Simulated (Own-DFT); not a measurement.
# One host, several defects: zincblende GaP

Source: density functional calculations with Own-DFT, an unreviewed in-house program that is no longer used. Nothing was measured or relaxed, and spin and spin-orbit coupling are left out.

Common settings: PBE; PseudoDojo norm-conserving scalar-relativistic files; cutoff 42 hartree; 2 x 3 x 3 k mesh centred on Gamma; Fermi-Dirac smearing of 0.1 eV.

Keep in mind (not all hold for every row): not probed for a lower state with spin; forces on such cells failed a check on a denser k mesh; forces on such cells moved up to 12 meV/angstrom on a denser k mesh; forces on such cells passed a denser k mesh, each cell not checked; stress not checked against mesh or cutoff.

All runs share one cell, with vectors in Å (16.352, 0.000, 0.000); (0.000, 10.901, 0.000); (0.000, 0.000, 10.901) and a volume of 1943.1 Å³. Atoms were moved at random from their sites; u is the rms move along one axis. The defect's site can differ from row to row.

```
cell,formula,u (Å),P (GPa)
no defect,Ga48P48,0.0184,2.70
no defect,Ga48P48,0.0204,2.71
no defect,Ga48P48,0.0542,3.34
one Ga on a P site,Ga49P47,0.0300,3.16
one Ga on a P site,Ga49P47,0.0308,3.16
one Ga on a P site,Ga49P47,0.0490,3.55
two P on a Ga site each,Ga46P50,0.0266,?
two P on a Ga site each,Ga46P50,0.0282,2.92
two P on a Ga site each,Ga46P50,0.0510,3.37
two P on a Ga site each,Ga46P50,0.0546,3.50
one Ga on a P site and one P on a Ga site,Ga48P48,0.0299,2.94
one Ga on a P site and one P on a Ga site,Ga48P48,0.0492,3.35
one Ga on a P site and one P on a Ga site,Ga48P48,0.0503,3.39
two P vacancies,Ga48P46,0.0296,2.44
two P vacancies,Ga48P46,0.0304,2.50
two P vacancies,Ga48P46,0.0492,2.87
```

## Fit

P = P0 + c u² + a shift for each defect gives P0 = 2.60 GPa, c = 259 ± 5 GPa/Å² and a scatter of 0.02 GPa. The shifts, and each times the cell's volume:

- one Ga on a P site: 0.32 ± 0.01 GPa, 3.9 eV
- one Ga on a P site and one P on a Ga site: 0.12 ± 0.02 GPa, 1.5 eV
- two P on a Ga site each: 0.11 ± 0.02 GPa, 1.4 eV (0.7 eV for each of its 2 sites)
- two P vacancies: -0.36 ± 0.01 GPa, -4.4 eV (-2.2 eV for each of its 2 sites)

Positive is outwards. The product with the volume (160.2 GPa Å³ to the eV) is nearly free of the cell's size; divided by the bulk modulus at the cell's pressure it gives the volume that the defect adds. The atoms around the defects weren't relaxed, which would change these numbers.

## Test on the hidden row

Question: what pressure belongs in the blank (two P on a Ga site each, u = 0.0266 Å)?

Estimate: 2.90 ± 0.02 GPa. The calculation gave 2.92 GPa.
